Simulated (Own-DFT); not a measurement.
# Which arrangement is lower? As32Ga32, 64 atoms

Calculated results; nothing here was measured. They come from Own-DFT, an in-house plane-wave density functional program, since retired, whose code no person has reviewed. Each row is one single-point run on a periodic cell that was not relaxed, without spin or spin-orbit coupling.

Settings of every run: PBE; PseudoDojo norm-conserving scalar-relativistic files; cutoff 42 hartree; 3 x 3 x 3 k mesh centred on Gamma; Fermi-Dirac smearing of 0.1 eV.

Known limits, some of them of some rows only: not probed for a lower state with spin; forces on such cells failed a check on a denser k mesh; forces not confirmed at this smearing and k mesh; stress not checked against mesh or cutoff.

All cells hold the same atoms in the same cell, with vectors in Å (11.307, 0.000, 0.000); (0.000, 11.307, 0.000); (0.000, 0.000, 11.307). Every atom was moved at random from its ideal site; u is the rms move along one axis. The defect's site can differ from row to row. E is the free energy of the cell above the lowest run. The arrangements:

- A: zincblende GaAs
- B: zincblende GaAs, with one As on a Ga site and one Ga on an As site, 2.4 Å apart

| arrangement | u (Å) | E (eV) | P (GPa) |
|---|---|---|---|
| A | 0.0191 | 0.000 | 3.51 |
| A | 0.0201 | 0.080 | 3.52 |
| A | 0.0219 | 0.144 | 3.54 |
| A | 0.0418 | 1.517 | 3.84 |
| A | 0.0477 | 1.848 | 3.86 |
| A | 0.0491 | 2.154 | 3.96 |
| B | 0.0282 | 2.958 | 3.90 |
| B | 0.0287 | 3.003 | 3.90 |
| B | 0.0321 | 3.251 | 3.94 |
| B | 0.0472 | 4.908 | 4.35 |
| B | 0.0534 | 5.324 | 4.38 |
| B | 0.0549 | 5.142 | 4.37 |

Question: once the cost of the random moves is taken out, how do the arrangements rank?

## Worked answer

Fit E = a + b u², with one b for all and one a for each arrangement, and with residuals divided by u², since the noise grows with the moves. Then b = 1075 eV/Å², the scatter at u = 0.04 Å is 0.12 eV, and against A:

- B: 2.51 ± 0.05 eV (higher)

These are energies of unrelaxed cells. Relaxing the atoms lowers the strained arrangements most, so the gaps would shrink and small ones could change sign.
